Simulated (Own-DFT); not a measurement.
Simulation results for GaP (zincblende, strained, atoms displaced)

Computed with Own-DFT development build. A calculation, not a measurement: plane-wave PBE density functional theory by an unreviewed code, no spin, of a simulated periodic cell, stress positive in tension, free energy of the whole cell less one offset for each atom, forces on such cells passed a denser k mesh, this cell's mesh not checked; offsets are fitted by least squares, one for each functional and potential file, so energies compare only between cells with the same atoms and settings and are not formation energies; the far tail of each file's local potential was reset to the Coulomb form; each entry is a single point on an unrelaxed cell, so the pressure reflects the starting lattice, mostly measured values (interpolated for alloys), from which strain is counted, and rises with the displacements; printed positions are rounded, which can move forces by about a meV/angstrom; the program, named Own-DFT, is a retired in-house code; no spin-orbit coupling.

```cif
# cell vector a (Å): 10.8258 -0.0012 0.0192
# cell vector b (Å): -0.0012 11.0971 -0.1510
# cell vector c (Å): 0.0192 -0.1510 10.7116
data_GaP
_symmetry_space_group_name_H-M 'P 1'
_symmetry_Int_Tables_number 1
_cell_length_a 10.8258
_cell_length_b 11.0981
_cell_length_c 10.7127
_cell_angle_alpha 91.587
_cell_angle_beta 89.796
_cell_angle_gamma 90.014
_cell_volume 1286.59
loop_
_atom_site_label
_atom_site_type_symbol
_atom_site_fract_x
_atom_site_fract_y
_atom_site_fract_z
_atom_site_occupancy
Ga1 Ga 0.99567 0.99334 0.00728 1
Ga2 Ga 0.00158 0.25355 0.24826 1
Ga3 Ga 0.24071 0.99365 0.25218 1
Ga4 Ga 0.24857 0.25569 0.99868 1
P1 P 0.12352 0.12373 0.13370 1
P2 P 0.12317 0.38028 0.37919 1
P3 P 0.37964 0.12083 0.37739 1
P4 P 0.38140 0.37115 0.11956 1
Ga5 Ga 0.00661 0.99503 0.50640 1
Ga6 Ga 0.00590 0.25468 0.74734 1
Ga7 Ga 0.25483 0.99493 0.75711 1
Ga8 Ga 0.25115 0.24586 0.49700 1
P5 P 0.11619 0.12857 0.62956 1
P6 P 0.12687 0.36818 0.88566 1
P7 P 0.37702 0.12315 0.88081 1
P8 P 0.37393 0.37412 0.62293 1
Ga9 Ga 0.99822 0.50085 0.99641 1
Ga10 Ga 0.99997 0.75003 0.24695 1
Ga11 Ga 0.24961 0.49761 0.25462 1
Ga12 Ga 0.25173 0.75492 0.99320 1
P9 P 0.12974 0.62517 0.12894 1
P10 P 0.12267 0.87470 0.37814 1
P11 P 0.37486 0.62637 0.37781 1
P12 P 0.38397 0.86849 0.12114 1
Ga13 Ga 0.00283 0.50041 0.49542 1
Ga14 Ga 0.99831 0.75394 0.74350 1
Ga15 Ga 0.25800 0.49581 0.75031 1
Ga16 Ga 0.25630 0.73860 0.50373 1
P13 P 0.13241 0.62997 0.63232 1
P14 P 0.12437 0.87462 0.87061 1
P15 P 0.38144 0.63120 0.87292 1
P16 P 0.38050 0.87651 0.62857 1
Ga17 Ga 0.50685 0.00141 0.00065 1
Ga18 Ga 0.49580 0.24396 0.24767 1
Ga19 Ga 0.75389 0.99914 0.25628 1
Ga20 Ga 0.75603 0.24934 0.99421 1
P17 P 0.61934 0.12664 0.12522 1
P18 P 0.62303 0.37784 0.37932 1
P19 P 0.86913 0.12664 0.37591 1
P20 P 0.88234 0.37305 0.12265 1
Ga21 Ga 0.50664 0.00748 0.49890 1
Ga22 Ga 0.49822 0.25157 0.75600 1
Ga23 Ga 0.75452 0.99338 0.74847 1
Ga24 Ga 0.75384 0.24365 0.50069 1
P21 P 0.62501 0.12327 0.62347 1
P22 P 0.62719 0.37269 0.87158 1
P23 P 0.87061 0.11776 0.87942 1
P24 P 0.86561 0.37149 0.62413 1
Ga25 Ga 0.49999 0.50174 0.00750 1
Ga26 Ga 0.49644 0.75045 0.25798 1
Ga27 Ga 0.75225 0.49951 0.24966 1
Ga28 Ga 0.75090 0.74972 0.99969 1
P25 P 0.62923 0.62865 0.12764 1
P26 P 0.62383 0.86909 0.37288 1
P27 P 0.87358 0.63038 0.37804 1
P28 P 0.87579 0.88422 0.13060 1
Ga29 Ga 0.49768 0.49098 0.49309 1
Ga30 Ga 0.49503 0.74351 0.75376 1
Ga31 Ga 0.75117 0.49990 0.73884 1
Ga32 Ga 0.74787 0.75079 0.50298 1
P29 P 0.62257 0.62502 0.63451 1
P30 P 0.62467 0.87349 0.87128 1
P31 P 0.87742 0.62963 0.87657 1
P32 P 0.87302 0.87744 0.61145 1
_calc_functional 'PBE'
_calc_potential_files 'PseudoDojo norm-conserving, scalar-relativistic, standard set'
_calc_wave_cutoff 42  # hartree
_calc_occupations 'Fermi-Dirac'
_calc_smearing_width 0.1  # eV
_calc_k_mesh '3 x 3 x 3 centred on Gamma'
_calc_free_energy_of_cell_above_offsets '-32.449'  # eV
_calc_pressure 4.03  # GPa
_calc_stress_xx -4.45  # GPa
_calc_stress_yy -2.58  # GPa
_calc_stress_zz -5.06  # GPa
_calc_stress_yz -2.8  # GPa
_calc_stress_xz 1.06  # GPa
_calc_stress_xy 0.46  # GPa
```

Force:
| element | x (eV/Å) | y (eV/Å) | z (eV/Å) |
| --- | --- | --- | --- |
| Ga | 0.773 | 1.008 | -0.803 |
| Ga | -0.403 | -0.252 | 0.712 |
| Ga | 1.236 | 0.07 | -0.234 |
| Ga | 0.439 | -1.638 | 0.998 |
| P | 0.489 | 0.068 | -1.042 |
| P | 0.84 | -1.25 | -0.605 |
| P | -0.877 | -0.037 | -0.652 |
| P | -0.757 | 0.475 | 1.046 |
| Ga | -0.671 | 1.085 | -0.778 |
| Ga | -1.625 | 0.168 | 0.979 |
| Ga | -0.389 | 0.764 | -0.54 |
| Ga | -0.554 | 0.058 | 0.364 |
| P | 1.971 | -0.889 | -0.51 |
| P | -0.31 | 1.453 | -1.636 |
| P | -0.168 | 0.23 | -0.186 |
| P | 0.388 | -0.617 | -0.014 |
| Ga | 0.332 | 0.437 | 0.535 |
| Ga | -0.278 | 0.175 | 0.317 |
| Ga | 0.322 | -0.002 | -0.594 |
| Ga | -0.288 | -0.462 | 0.506 |
| P | 0.005 | -0.025 | -0.811 |
| P | 0.709 | -1.044 | 0.176 |
| P | 0.615 | -1.066 | -0.508 |
| P | -0.798 | 0.867 | 0.403 |
| Ga | -0.913 | 0.899 | 1.32 |
| Ga | -0.416 | 0.042 | 0.132 |
| Ga | -0.717 | 0.445 | 0.686 |
| Ga | -0.582 | 1.832 | 0.382 |
| P | -0.611 | -1.288 | -0.301 |
| P | -0.335 | 0.202 | 0.679 |
| P | -1.026 | -1.781 | 1.153 |
| P | 0.02 | -0.234 | -0.704 |
| Ga | -0.485 | -0.455 | -0.125 |
| Ga | 0.147 | 0.746 | 0.608 |
| Ga | -1.444 | 0.372 | -0.306 |
| Ga | -1.004 | 0.173 | 0.687 |
| P | 1.783 | -0.135 | 0.146 |
| P | 1.064 | -1.363 | -1.261 |
| P | 1.853 | -0.281 | -0.113 |
| P | -0.695 | 0.349 | -0.008 |
| Ga | -0.416 | -1.307 | 0.017 |
| Ga | -0.14 | -0.494 | -0.649 |
| Ga | -0.706 | 0.397 | -0.123 |
| Ga | -1.433 | 0.502 | 0.073 |
| P | 0.624 | 0.512 | 1.049 |
| P | 0.311 | 0.85 | 0.541 |
| P | 1.345 | 0.128 | -0.739 |
| P | 2.053 | 0.245 | -0.285 |
| Ga | 0.594 | 0.257 | -0.89 |
| Ga | 0.038 | -0.439 | -0.901 |
| Ga | -0.109 | -0.043 | 0.112 |
| Ga | -0.224 | 0.75 | 0.268 |
| P | -0.205 | -0.284 | 0.27 |
| P | 0.49 | 0.904 | 0.644 |
| P | 0.438 | -0.597 | -0.364 |
| P | -0.261 | -1.855 | -0.198 |
| Ga | -0.335 | 1.453 | 1.237 |
| Ga | 0.732 | 1.494 | -0.655 |
| Ga | -0.399 | 0.368 | 1.548 |
| Ga | -0.951 | -0.592 | -0.143 |
| P | 0.029 | -0.187 | -1.626 |
| P | 0.359 | -0.215 | 0.194 |
| P | 0.079 | -0.567 | -0.857 |
| P | 0.447 | -0.376 | 1.38 |
